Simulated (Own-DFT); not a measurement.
## Calculated data, Si$_{2}$SnGe$_{13}$ (diamond-structure random alloy, strained, atoms displaced)

A calculation, not a measurement: plane-wave density functional theory by an unreviewed code, no spin, of a simulated periodic cell, stress positive in tension, run twice, with PBE and with PBEsol, both on files made for PBE, so the change isn't that of files made for PBEsol, forces on such cells moved up to 12 meV/angstrom on a denser k mesh; the far tail of each file's local potential was reset to the Coulomb form; each entry is a single point on an unrelaxed cell, so the pressure reflects the starting lattice, mostly measured values (interpolated for alloys), from which strain is counted, and rises with the displacements; printed positions are rounded, which can move forces by about a meV/angstrom; the program, named Own-DFT, is a retired in-house code; no spin-orbit coupling; stress was not checked against mesh or cutoff. Program: Own-DFT development build.

Settings shared by all entries: functional PBE, then PBEsol; potential files PseudoDojo norm-conserving, scalar-relativistic, standard set; wave cutoff 49 hartree; occupations Fermi-Dirac; smearing width 0.1 eV; k mesh 3 x 3 x 3 centred on Gamma.

(1) Si$_{2}$SnGe$_{13}$ (diamond-structure random alloy, strained, atoms displaced)

```xyz
64
Lattice="11.3063 0.0000 0.0000 0.0000 11.3063 0.0000 0.0000 0.0000 11.3631" Properties=species:S:1:pos:R:3 Si2SnGe13
Ge    11.2661    11.2848    11.3395
Ge    11.1722     2.8783     2.8109
Ge     2.8315    11.2856     2.8841
Ge     2.7683     2.8643    11.2786
Ge     1.4103     1.4489     1.4811
Ge     1.2884     4.3416     4.2965
Ge     4.2668     1.3807     4.2790
Ge     4.1184     4.2773     1.4216
Ge     0.0674     0.0509     5.6690
Ge     0.0905     2.8667     8.5361
Ge     2.8701     0.0408     8.4843
Si     2.7467     2.8536     5.6730
Ge     1.3708     1.3731     7.1026
Ge     1.3538     4.2420     9.8808
Ge     4.2212     1.4808     9.8871
Ge     4.2636     4.2283     7.0290
Ge    11.1791     5.6212    11.3618
Ge     0.0011     8.4117     2.8681
Si     2.8456     5.5676     2.8461
Ge     2.8572     8.4226    11.3546
Sn     1.4685     7.1568     1.4529
Ge     1.4428     9.9019     4.2622
Ge     4.2278     7.0353     4.3239
Si     4.2932     9.8714     1.4677
Si     0.0559     5.5940     5.7304
Ge    11.2643     8.5742     8.5279
Si     2.8437     5.6712     8.4830
Ge     2.8458     8.4658     5.6693
Ge     1.3935     7.0134     7.1836
Ge     1.4205     9.9714     9.9286
Si     4.2540     7.0517     9.9667
Ge     4.2570     9.8352     7.1023
Ge     5.7077    11.2603     0.1146
Ge     5.6223     2.8462     2.8229
Ge     8.4450     0.0764     2.8090
Ge     8.4972     2.7855    11.2989
Si     6.9893     1.4447     1.4014
Ge     6.9622     4.1937     4.2379
Ge     9.8995     1.3713     4.3441
Ge     9.8704     4.2603     1.4858
Ge     5.6423     0.0065     5.6421
Si     5.5527     2.7665     8.5391
Ge     8.5385     0.0978     8.4809
Ge     8.5085     2.9767     5.6407
Ge     7.1096     1.4285     7.0740
Ge     7.0710     4.1457    10.0145
Ge     9.9272     1.4319     9.8977
Ge     9.7943     4.2619     7.0787
Ge     5.6206     5.6981    11.2728
Ge     5.6414     8.4709     2.8557
Ge     8.5341     5.6231     2.8193
Ge     8.4983     8.5959    11.3212
Sn     7.0061     7.0650     1.4716
Ge     7.1250     9.8572     4.2823
Ge     9.9392     7.1648     4.2301
Ge     9.8245     9.8413     1.4149
Sn     5.6114     5.5859     5.7456
Ge     5.6963     8.4652     8.5517
Ge     8.3988     5.7414     8.5727
Ge     8.5675     8.3872     5.5712
Sn     7.0888     7.0219     7.1047
Ge     7.1371     9.8130     9.9334
Ge     9.9425     7.1373    10.0369
Ge     9.8415     9.8818     7.1615
```

* PBE pressure: 5.48 GPa
* PBE stress xx: -5.63 GPa
* PBE stress yy: -5.45 GPa
* PBE stress zz: -5.37 GPa
* PBE stress yz: -0.17 GPa
* PBE stress xz: -0.19 GPa
* PBE stress xy: 0.75 GPa
* PBEsol pressure: 2.59 GPa
* PBEsol stress xx: -2.74 GPa
* PBEsol stress yy: -2.56 GPa
* PBEsol stress zz: -2.47 GPa
* PBEsol stress yz: -0.16 GPa
* PBEsol stress xz: -0.17 GPa
* PBEsol stress xy: 0.71 GPa
* rms change of force components from PBE to PBEsol: 0.043 eV/Å

Force:
```tsv
force element	PBE force x (eV/Å)	PBE force y (eV/Å)	PBE force z (eV/Å)	PBEsol force x (eV/Å)	PBEsol force y (eV/Å)	PBEsol force z (eV/Å)
Ge	0.194	0.289	0.854	0.188	0.277	0.811
Ge	1.233	-0.885	1.123	1.192	-0.847	1.082
Ge	0.487	0.012	-0.814	0.443	0.038	-0.749
Ge	-0.059	-0.317	0.705	-0.058	-0.305	0.684
Ge	-0.278	-0.111	-0.593	-0.276	-0.104	-0.578
Ge	1.289	-1.266	-0.905	1.233	-1.266	-0.916
Ge	-0.888	0.96	0.026	-0.831	0.892	0
Ge	0.96	-0.37	-0.711	0.967	-0.401	-0.729
Ge	-0.716	-1.329	0.329	-0.69	-1.275	0.322
Ge	-1.552	-0.593	-1.202	-1.501	-0.588	-1.151
Ge	-0.167	-0.446	-0.028	-0.177	-0.43	-0.024
Si	0.149	-0.276	-0.17	0.147	-0.27	-0.165
Ge	1.026	1.031	-0.001	0.966	0.969	0.028
Ge	0.872	1.496	0.574	0.811	1.396	0.58
Ge	0.171	-1.033	1.169	0.102	-1.029	1.158
Ge	-2.934	-2.611	2.809	-2.817	-2.497	2.695
Ge	1.046	-0.215	-0.011	1.001	-0.199	-0.013
Ge	-0.725	2.619	0.429	-0.716	2.533	0.42
Si	-0.227	0.618	1.433	-0.22	0.607	1.405
Ge	1.69	2.266	-1.459	1.578	2.2	-1.397
Sn	-0.327	-2.677	-0.135	-0.357	-2.557	-0.162
Ge	-0.437	-0.31	0.136	-0.416	-0.292	0.135
Ge	-0.965	0.455	-1.824	-0.91	0.473	-1.734
Si	-0.772	0.004	-0.221	-0.755	-0.001	-0.213
Si	-1.422	1.452	0.533	-1.394	1.422	0.52
Ge	0.772	-0.867	0.388	0.742	-0.835	0.381
Si	0.476	-0.246	0.73	0.433	-0.271	0.672
Ge	-0.707	-0.289	0.537	-0.67	-0.278	0.516
Ge	-0.097	0.537	-0.597	-0.098	0.58	-0.585
Ge	0.509	-0.455	0.026	0.475	-0.438	0.019
Si	-0.592	0.045	-1.167	-0.544	0.075	-1.101
Ge	0.166	0.554	0.059	0.157	0.542	0.052
Ge	-0.497	0.02	-1.097	-0.472	0.008	-1.114
Ge	-0.44	-0.529	-0.756	-0.449	-0.48	-0.689
Ge	-0.11	-0.263	0.068	-0.074	-0.3	0.103
Ge	-0.03	-0.3	1.475	-0.012	-0.255	1.391
Si	0.834	0.337	0.164	0.817	0.33	0.16
Ge	1.753	-0.048	-1.05	1.705	-0.055	-1.009
Ge	-0.488	0.79	-0.736	-0.47	0.777	-0.719
Ge	-0.589	-0.511	-1.555	-0.562	-0.489	-1.496
Ge	0.713	-0.609	0.744	0.693	-0.59	0.712
Si	1.489	0.856	-0.822	1.46	0.84	-0.809
Ge	-0.861	-0.763	0.421	-0.822	-0.744	0.399
Ge	-0.765	-1.642	-0.316	-0.744	-1.596	-0.296
Ge	-0.773	0.745	-0.073	-0.72	0.691	-0.09
Ge	-1	0.578	-1.364	-0.937	0.594	-1.29
Ge	0.507	0.13	0.163	0.487	0.123	0.159
Ge	1.374	0.889	1.105	1.295	0.831	1.08
Ge	-0.581	-1.409	0.185	-0.517	-1.4	0.224
Ge	-1.297	1.3	1.62	-1.215	1.225	1.603
Ge	-0.309	-0.005	1.684	-0.295	-0.005	1.616
Ge	0.213	-1.401	0.42	0.216	-1.348	0.401
Sn	1.188	-0.124	-1.357	1.15	-0.121	-1.314
Ge	-0.379	0.456	-0.425	-0.372	0.438	-0.415
Ge	0.681	-2.818	0.383	0.634	-2.693	0.347
Ge	0.905	1	0.713	0.867	0.968	0.673
Sn	0.155	0.245	-2.411	0.145	0.235	-2.352
Ge	-1.357	0.505	0.82	-1.276	0.52	0.763
Ge	2.284	-2.049	2.212	2.215	-1.991	2.135
Ge	-0.411	1.817	1.052	-0.4	1.766	1.005
Sn	0.752	2.423	-0.184	0.736	2.35	-0.164
Ge	-0.676	2.019	-0.592	-0.645	1.939	-0.56
Ge	-0.728	-0.043	-1.003	-0.716	-0.041	-0.966
Ge	0.27	0.362	-1.513	0.272	0.35	-1.447
```

(2) Si$_{2}$SnGe$_{13}$ (diamond-structure random alloy, strained, atoms displaced)

```xyz
64
Lattice="11.3063 0.0000 0.0000 0.0000 11.3063 0.0000 0.0000 0.0000 11.3631" Properties=species:S:1:pos:R:3 Si2SnGe13
Ge     0.0479    11.2784     0.0331
Ge    11.3004     2.8037     2.9237
Ge     2.6705    11.2439     2.9418
Ge     2.8511     2.9558    11.3272
Si     1.3829     1.2992     1.4881
Ge     1.4378     4.1659     4.2183
Ge     4.3607     1.3145     4.1847
Si     4.3173     4.2183     1.3191
Ge    11.2701     0.0164     5.6728
Ge     0.0066     2.8270     8.4882
Ge     2.9344    11.2614     8.5140
Ge     2.8613     2.7948     5.7619
Ge     1.4554     1.3854     7.1495
Ge     1.3647     4.1985     9.9350
Ge     4.1958     1.4701     9.8415
Ge     4.2810     4.2331     7.1306
Ge     0.0352     5.6171    11.3186
Ge    11.2641     8.4713     2.8098
Sn     2.7926     5.6969     2.8307
Ge     2.8074     8.5052    11.3517
Ge     1.4155     7.1196     1.2811
Si     1.4657     9.9475     4.2647
Si     4.2880     7.1033     4.3746
Ge     4.1960     9.9211     1.4805
Ge    11.3021     5.6255     5.6253
Ge     0.0223     8.5966     8.5531
Ge     2.8218     5.7072     8.5507
Ge     2.8165     8.4794     5.7718
Ge     1.4474     6.9938     7.0623
Ge     1.4829     9.8381     9.9344
Ge     4.1898     7.1100     9.9134
Ge     4.2599     9.9070     7.0417
Si     5.5209     0.1334     0.0281
Ge     5.6077     2.7536     2.8142
Ge     8.4532     0.0680     2.7849
Ge     8.4985     2.7900    11.3429
Ge     7.1724     1.3818     1.4388
Ge     7.0770     4.2546     4.2637
Ge     9.8746     1.3495     4.3217
Ge     9.8299     4.2695     1.3882
Ge     5.6769    11.2565     5.6400
Ge     5.8006     2.8587     8.6017
Si     8.5067    11.2847     8.5397
Ge     8.4001     2.9139     5.6592
Ge     7.0905     1.4683     7.0366
Ge     7.0877     4.2141     9.8934
Ge     9.9454     1.3931     9.9126
Si    10.0441     4.1270     7.1354
Sn     5.7090     5.5832    11.2877
Ge     5.6599     8.5332     2.8106
Ge     8.5695     5.6928     2.8315
Ge     8.4409     8.5382    11.3500
Ge     7.0915     7.0723     1.3613
Ge     7.1283     9.8599     4.2335
Ge     9.8564     7.0877     4.2352
Si     9.9229     9.8971     1.4154
Ge     5.6171     5.6802     5.7014
Sn     5.6289     8.4127     8.4600
Sn     8.4160     5.6639     8.4427
Ge     8.4668     8.3847     5.6298
Ge     7.1288     6.9847     7.0735
Ge     7.0283     9.8400     9.9304
Ge     9.8723     7.0392    10.0093
Ge     9.8326     9.9206     7.1297
```

* PBE pressure: 5.29 GPa
* PBE stress xx: -5.31 GPa
* PBE stress yy: -5.41 GPa
* PBE stress zz: -5.14 GPa
* PBE stress yz: 1.03 GPa
* PBE stress xz: -0.64 GPa
* PBE stress xy: -0.24 GPa
* PBEsol pressure: 2.39 GPa
* PBEsol stress xx: -2.42 GPa
* PBEsol stress yy: -2.51 GPa
* PBEsol stress zz: -2.25 GPa
* PBEsol stress yz: 0.99 GPa
* PBEsol stress xz: -0.6 GPa
* PBEsol stress xy: -0.22 GPa
* rms change of force components from PBE to PBEsol: 0.041 eV/Å

Force:
```tsv
force element	PBE force x (eV/Å)	PBE force y (eV/Å)	PBE force z (eV/Å)	PBEsol force x (eV/Å)	PBEsol force y (eV/Å)	PBEsol force z (eV/Å)
Ge	-0.08	-0.163	-0.187	-0.08	-0.161	-0.244
Ge	-0.503	-0.647	-1.183	-0.505	-0.601	-1.101
Ge	1.74	1.15	-1.237	1.774	1.127	-1.22
Ge	-0.402	-1.723	0.75	-0.406	-1.671	0.648
Si	0.235	1.544	-0.361	0.227	1.502	-0.348
Ge	-0.388	-0.422	1.479	-0.396	-0.404	1.431
Ge	-1.73	0.161	0.769	-1.661	0.149	0.747
Si	-0.9	-1.069	1.625	-0.885	-1.056	1.587
Ge	0.833	-0.745	0.469	0.764	-0.685	0.477
Ge	0.594	-0.904	0.547	0.626	-0.92	0.586
Ge	-0.88	-0.024	-0.069	-0.852	-0.013	-0.072
Ge	0.409	-0.208	-0.962	0.385	-0.193	-0.92
Ge	-0.197	-0.334	-0.188	-0.188	-0.314	-0.185
Ge	0.412	0.604	-0.556	0.406	0.592	-0.531
Ge	0.605	0.383	0.97	0.567	0.399	0.908
Ge	-0.002	0.053	0.604	0.004	0.059	0.582
Ge	-0.604	0.174	0.419	-0.592	0.178	0.399
Ge	0.787	0.705	0.095	0.759	0.627	0.093
Sn	1.46	0.079	-0.291	1.346	0.067	-0.289
Ge	0.966	0.193	0.153	0.916	0.182	0.142
Ge	-1.147	0.115	0.385	-1.109	0.106	0.367
Si	-1.772	-1.915	1.373	-1.732	-1.874	1.348
Si	0.025	0.91	-0.551	0.028	0.894	-0.53
Ge	-0.136	0.525	-0.534	-0.157	0.47	-0.484
Ge	-0.02	-0.484	0.246	0.017	-0.442	0.214
Ge	-0.476	-1.606	-0.555	-0.458	-1.549	-0.53
Ge	-0.141	-1.038	-0.182	-0.138	-0.995	-0.181
Ge	-0.041	0.209	-1.346	-0.032	0.205	-1.236
Ge	-1.018	0.652	0.534	-0.961	0.635	0.518
Ge	-0.114	1.231	0.032	-0.108	1.178	0.031
Ge	-1.177	-0.647	1.023	-1.149	-0.635	0.975
Ge	-0.497	0.644	-0.515	-0.49	0.616	-0.494
Si	0.884	-0.822	-0.132	0.86	-0.801	-0.127
Ge	0.936	0.992	-0.721	0.938	0.916	-0.663
Ge	1.557	-1.701	0.888	1.478	-1.609	0.889
Ge	0.092	0.161	-0.275	0.089	0.166	-0.258
Ge	-2.049	0.755	-1.195	-1.952	0.754	-1.118
Ge	-0.856	0.663	-0.918	-0.817	0.632	-0.868
Ge	-0.684	1.114	-0.519	-0.655	1.082	-0.51
Ge	1.157	-0.58	0.204	1.119	-0.552	0.198
Ge	0.647	0.192	0.17	0.615	0.19	0.156
Ge	-1.543	-1.073	-1.526	-1.501	-1.028	-1.482
Si	-0.809	0.464	-0.024	-0.791	0.452	-0.025
Ge	1.833	-0.551	0.536	1.733	-0.569	0.494
Ge	0.02	-0.972	0.89	-0.001	-0.902	0.835
Ge	1.42	-1.494	0.665	1.36	-1.456	0.632
Ge	-0.244	-0.366	0.119	-0.204	-0.318	0.144
Si	-1.276	1.033	-1.619	-1.249	1.011	-1.592
Sn	-0.778	1.234	0.25	-0.703	1.242	0.195
Ge	-0.104	-0.977	0.521	-0.074	-0.911	0.483
Ge	-1.343	-0.23	-0.197	-1.299	-0.219	-0.193
Ge	0.944	-0.005	0.543	0.874	-0.048	0.495
Ge	0.536	0.76	1.313	0.534	0.747	1.262
Ge	-0.145	0.279	-0.209	-0.154	0.27	-0.207
Ge	1.036	-0.328	0.184	0.994	-0.327	0.169
Si	-0.665	0.196	-0.054	-0.65	0.187	-0.056
Ge	0.328	-0.358	-0.339	0.365	-0.382	-0.279
Sn	0.567	0.423	-0.432	0.548	0.415	-0.414
Sn	3.272	-1.835	1.02	3.134	-1.752	1.03
Ge	0.095	0.992	0.714	0.09	0.955	0.683
Ge	-1.765	1.554	-2.886	-1.728	1.503	-2.807
Ge	0.219	2.259	0.829	0.224	2.117	0.808
Ge	0.686	1.151	-0.135	0.664	1.117	-0.122
Ge	0.195	-0.332	-0.425	0.239	-0.352	-0.441
```

(3) Si$_{2}$SnGe$_{13}$ (diamond-structure random alloy, strained, atoms displaced)

```xyz
64
Lattice="11.3063 0.0000 0.0000 0.0000 11.3063 0.0000 0.0000 0.0000 11.3631" Properties=species:S:1:pos:R:3 Si2SnGe13
Ge    11.2688    11.2943     0.0074
Ge     0.0191     2.8543     2.8200
Ge     2.7875    11.2970     2.8405
Ge     2.8251     2.8091     0.0242
Si     1.4531     1.3781     1.4114
Ge     1.3826     4.1757     4.2509
Ge     4.2367     1.4403     4.1970
Si     4.2385     4.2706     1.4560
Ge    11.2950    11.2348     5.7051
Ge     0.0570     2.8272     8.4422
Ge     2.8120     0.0116     8.4326
Ge     2.7604     2.7944     5.6919
Ge     1.4646     1.3988     7.1049
Ge     1.3065     4.2718     9.9295
Ge     4.2506     1.4854     9.9100
Ge     4.1741     4.2334     7.1234
Ge    11.2420     5.5993     0.0053
Ge     0.0077     8.5386     2.8668
Ge     2.8809     5.6096     2.8039
Ge     2.8650     8.5524    11.3542
Sn     1.5047     7.0747     1.4135
Ge     1.3978     9.8282     4.1567
Si     4.2622     7.0509     4.2895
Ge     4.3342     9.9067     1.2514
Ge    11.1994     5.6862     5.6841
Ge    11.2777     8.5328     8.4456
Ge     2.8553     5.7015     8.5910
Si     2.7756     8.5371     5.6433
Ge     1.4027     7.0644     7.0449
Ge     1.4421     9.9169     9.9666
Ge     4.2629     7.0557     9.8768
Ge     4.2754    10.0101     7.0930
Ge     5.6457    11.2666    11.2883
Ge     5.7366     2.8527     2.9343
Ge     8.5405     0.0677     2.8007
Ge     8.5287     2.7255    11.2440
Ge     7.1635     1.4112     1.3971
Ge     7.1244     4.1500     4.2533
Ge     9.8958     1.3528     4.2795
Ge     9.9631     4.2685     1.4032
Ge     5.6157    11.2907     5.7279
Si     5.6594     2.8177     8.5200
Ge     8.4557    11.2440     8.5390
Ge     8.5595     2.8137     5.6421
Ge     7.0501     1.4129     7.1630
Si     7.1028     4.2486    10.0065
Ge     9.9575     1.4765    10.0255
Ge     9.8142     4.1430     7.0383
Ge     5.6116     5.6968    11.2223
Ge     5.6056     8.3951     2.8932
Ge     8.5143     5.6401     2.9164
Ge     8.5182     8.4767     0.0237
Sn     7.0512     6.9611     1.2917
Si     7.1687     9.9079     4.2192
Ge     9.7970     7.0685     4.3020
Ge     9.8262     9.8536     1.3052
Si     5.6077     5.7112     5.6713
Ge     5.6036     8.4698     8.5754
Sn     8.4963     5.6066     8.6023
Ge     8.3533     8.5174     5.6416
Sn     7.0412     7.0236     7.1324
Ge     7.0914     9.9638     9.9415
Ge     9.7964     6.9706     9.9370
Ge     9.9376     9.9758     7.2169
```

* PBE pressure: 5.51 GPa
* PBE stress xx: -5.65 GPa
* PBE stress yy: -5.58 GPa
* PBE stress zz: -5.29 GPa
* PBE stress yz: 0.3 GPa
* PBE stress xz: -0.36 GPa
* PBE stress xy: -0.61 GPa
* PBEsol pressure: 2.61 GPa
* PBEsol stress xx: -2.76 GPa
* PBEsol stress yy: -2.68 GPa
* PBEsol stress zz: -2.39 GPa
* PBEsol stress yz: 0.29 GPa
* PBEsol stress xz: -0.35 GPa
* PBEsol stress xy: -0.58 GPa
* rms change of force components from PBE to PBEsol: 0.046 eV/Å

Force:
```tsv
force element	PBE force x (eV/Å)	PBE force y (eV/Å)	PBE force z (eV/Å)	PBEsol force x (eV/Å)	PBEsol force y (eV/Å)	PBEsol force z (eV/Å)
Ge	0.927	0.283	0.387	0.861	0.245	0.343
Ge	0.058	-1.204	-0.395	0.035	-1.123	-0.352
Ge	0.715	0.019	-1.005	0.711	-0.003	-0.939
Ge	-0.178	0.54	0.23	-0.168	0.517	0.162
Si	-0.645	0.152	0.157	-0.631	0.15	0.153
Ge	0.11	1.111	0.312	0.1	1.06	0.295
Ge	-0.148	-0.386	0.811	-0.145	-0.376	0.796
Si	0.83	-0.629	-0.666	0.805	-0.611	-0.652
Ge	0.697	0.458	-0.321	0.664	0.451	-0.304
Ge	-0.621	-0.128	0.247	-0.603	-0.121	0.247
Ge	0.343	0.089	1.43	0.335	0.091	1.377
Ge	0.766	0.304	-0.38	0.731	0.296	-0.363
Ge	-0.943	-0.281	-0.579	-0.904	-0.27	-0.559
Ge	1.08	-0.292	0.05	1.042	-0.279	0.046
Ge	-0.103	-0.503	-0.254	-0.135	-0.526	-0.214
Ge	0.77	0.08	-0.268	0.686	0.079	-0.256
Ge	0.236	0.839	-0.724	0.217	0.794	-0.707
Ge	-1.89	-0.773	-0.561	-1.818	-0.737	-0.542
Ge	0.838	-0.636	1.914	0.747	-0.605	1.854
Ge	0.8	-0.03	-1.323	0.782	-0.019	-1.281
Sn	-1.25	0.016	-0.177	-1.211	0.015	-0.167
Ge	0.537	0.883	1.563	0.482	0.882	1.475
Si	-1.028	0.085	0.375	-1.017	0.098	0.28
Ge	-0.685	-0.385	2.352	-0.671	-0.385	2.257
Ge	0.669	-0.717	-0.115	0.641	-0.696	-0.112
Ge	0.683	-1.243	1.423	0.659	-1.192	1.368
Ge	-1.107	-0.604	-0.844	-1.066	-0.586	-0.819
Si	0.919	-0.587	0.07	0.86	-0.54	0.098
Ge	0.274	0.366	0.153	0.222	0.335	0.182
Ge	-0.422	0.038	-0.802	-0.409	0.038	-0.78
Ge	-0.854	0.993	0.694	-0.813	0.96	0.667
Ge	-0.967	-2.049	0.179	-0.914	-1.939	0.199
Ge	0.726	1.74	0.056	0.703	1.666	0.052
Ge	-0.813	-0.373	-2.007	-0.754	-0.382	-1.907
Ge	-0.36	-1.221	0.087	-0.325	-1.146	0.05
Ge	-1.017	2.073	1.693	-0.946	1.964	1.669
Ge	-1.224	0.119	-0.185	-1.16	0.106	-0.175
Ge	-0.214	1.631	1.178	-0.173	1.544	1.11
Ge	0.907	0.452	-0.224	0.871	0.446	-0.217
Ge	-1.412	-0.979	0.533	-1.345	-0.94	0.519
Ge	1.445	0.707	-1.639	1.369	0.707	-1.54
Si	0.411	0.978	0.362	0.37	0.922	0.326
Ge	0.548	1.669	0.295	0.522	1.607	0.282
Ge	-1.374	-1.196	0.06	-1.327	-1.146	0.057
Ge	0.173	0.174	-0.493	0.196	0.12	-0.508
Si	-1.796	-1.944	0.199	-1.73	-1.873	0.229
Ge	0.653	-1.28	-2.24	0.622	-1.241	-2.152
Ge	1.767	0.366	0.314	1.722	0.351	0.291
Ge	-1.068	-2.628	-0.063	-1.037	-2.473	-0.061
Ge	0.401	1.338	-0.083	0.403	1.301	-0.151
Ge	0.167	-0.964	-0.606	0.165	-0.94	-0.586
Ge	-0.358	0.22	-1.87	-0.345	0.211	-1.812
Sn	0.318	0.729	2.025	0.31	0.722	1.962
Si	-1.515	0.49	-0.367	-1.481	0.475	-0.357
Ge	0.665	1.014	-0.131	0.64	0.969	-0.121
Ge	1.157	0.763	1.658	1.125	0.743	1.598
Si	-0.707	-1.814	-0.935	-0.649	-1.825	-0.871
Ge	-0.014	1.646	-0.085	-0.015	1.586	-0.074
Sn	-0.121	-2.401	-0.942	-0.072	-2.281	-0.951
Ge	1.737	0.947	0.2	1.72	0.858	0.222
Sn	-1.18	1.194	-1.066	-1.105	1.213	-0.994
Ge	-0.189	-1.523	0.186	-0.187	-1.468	0.179
Ge	2.996	2.969	1.71	2.905	2.877	1.673
Ge	-1.119	-0.704	-1.553	-1.069	-0.68	-1.493
```
